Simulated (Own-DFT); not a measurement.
# Stretching a layer in its plane: diamond-structure GeSn with randomly placed atoms, 64 atoms (Ge56Sn8)

Everything here is calculated. The program is Own-DFT (plane waves, in-house, since retired, never reviewed by a person); positions were held fixed, and spin and spin-orbit coupling were off.

All runs used: PBE; PseudoDojo norm-conserving scalar-relativistic files; cutoff 49 hartree; 3 x 3 x 3 k mesh centred on Gamma; Fermi-Dirac smearing of 0.1 eV.

Limits: forces on such cells moved up to 12 meV/angstrom on a denser k mesh; stress not checked against mesh or cutoff.

Unstrained cell vectors in Å: (11.524, 0.000, 0.000); (0.000, 11.524, 0.000); (0.000, 0.000, 11.524). The unstrained cell has measured lattice constants (interpolated for alloys), not those of this functional. That, the random moves and any unrelaxed bonds set the pressure at no strain. Each run strains x and y alike by e, as a substrate would, and holds the height along z. Random moves of width 0.05 Å per axis were added to every atom. The random placing of the alloy's atoms differs from row to row. Stress is positive in tension.

```
e (%),u (Å),(s_xx + s_yy)/2 (GPa),s_zz (GPa)
-3.00,0.048,-11.38,-9.68
-2.25,0.053,-9.52,-8.31
-1.75,0.048,-8.25,-7.31
-0.25,0.053,-6.07,-5.79
0.75,0.051,-4.11,-4.46
1.00,0.049,?,?
1.75,0.053,-2.59,-3.52
2.00,0.049,-2.02,-3.12
2.25,0.053,-1.83,-3.07
2.75,0.048,-1.12,-2.45
```

## Analysis

With e as a fraction, the in-plane stress is -5.3 + 173 e - 706 e² GPa (errors 4 and 258, scatter 0.21), and s_zz is -5.3 + 119 e - 700 e² GPa (slope ± 3, scatter 0.18). At e = 0 the first slope is C11 + C12 and the second 2 C12, both with the ions held to the strained lattice and at the cell's own pressure. A free layer would change its height as e changes, and the in-plane slope would drop by 2 C12²/C11 to the biaxial modulus. At fixed height, a misfit of 1 % moves the in-plane stress by about 1.7 GPa and s_zz by 1.2 GPa.

## Prediction

Asked: what are the two stresses at e = 1.00 %?

The fitted form gives -3.7 and -4.2 GPa. The run itself gave -3.55 and -4.18 GPa.
